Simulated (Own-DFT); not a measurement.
# How strain changes the stress of diamond-structure SiGeSn with randomly placed atoms, 64 atoms (Ge44Si16Sn4)

These are calculations, not measurements. The program, named Own-DFT, is a retired in-house plane-wave density functional code that no person has reviewed. Each row is one single-point run on a periodic cell that was not relaxed, without spin or spin-orbit coupling.

Settings of every run: PBE; PseudoDojo norm-conserving scalar-relativistic files; cutoff 49 hartree; 3 x 3 x 3 k mesh centred on Gamma; Fermi-Dirac smearing of 0.1 eV.

Known limits: forces on such cells moved up to 12 meV/angstrom on a denser k mesh; stress not checked against mesh or cutoff.

Unstrained cell vectors in Å: (11.306, 0.000, 0.000); (0.000, 11.306, 0.000); (0.000, 0.000, 11.306). The unstrained cell has measured lattice constants (interpolated for alloys), not those of this functional. That, the random moves and any unrelaxed bonds set the pressure at no strain. Each run strains this cell uniformly, with the atoms carried along. Every atom was also moved at random, by a Gaussian of width 0.05 Å on each axis. The random placing of the alloy's atoms differs from row to row. Strain is the symmetric tensor, in per cent. Stress is positive in tension, and the pressure is minus a third of its trace.

| run | e_xx (%) | e_yy (%) | e_zz (%) | s_xx (GPa) | s_yy (GPa) | s_zz (GPa) | P (GPa) | E (meV/atom) |
|---|---|---|---|---|---|---|---|---|
| 1 | 0.75 | 0.75 | 0.00 | -2.99 | -3.03 | -3.51 | 3.18 | 12.4 |
| 2 | 0.25 | 0.25 | 0.00 | -3.91 | -3.95 | -4.16 | 4.01 | 19.4 |
| 3 | 1.25 | 1.25 | 0.00 | -2.40 | -2.15 | -3.07 | 2.54 | 16.2 |
| 4 | -1.25 | -1.25 | 0.00 | -6.73 | -6.68 | -5.85 | 6.42 | 32.8 |
| 5 | 3.00 | 3.00 | 0.00 | 0.35 | 0.70 | -1.38 | 0.11 | 0.0 |
| 6 | -1.00 | -1.00 | 0.00 | -5.94 | -6.00 | -5.36 | 5.77 | 18.5 |
| 7 | -2.75 | -2.75 | 0.00 | -10.02 | -10.21 | -8.21 | 9.48 | 77.1 |
| 8 | -0.50 | -0.50 | 0.00 | -5.15 | -5.32 | -4.89 | 5.12 | 23.8 |
| 9 | -2.50 | -2.50 | 0.00 | ? | ? | ? | ? | ? |

E is the free energy for each atom above the lowest run shown.

## Worked fit

The change of volume is close to e_xx + e_yy + e_zz. A straight line through the runs shown gives P = 4.55 - 80 x (fractional change of volume) GPa, with an error of 4 on the slope and a scatter of 0.36 GPa. The strain isn't the same on all axes, but the crystal is cubic, so the slope still estimates the bulk modulus, averaged over pressures from 0.1 to 9.5 GPa.

## Withheld run

Question: what pressure should run 9 give? Its volume changes by -4.94 %.

The line gives 8.5 GPa. The calculation gave 8.67 GPa.
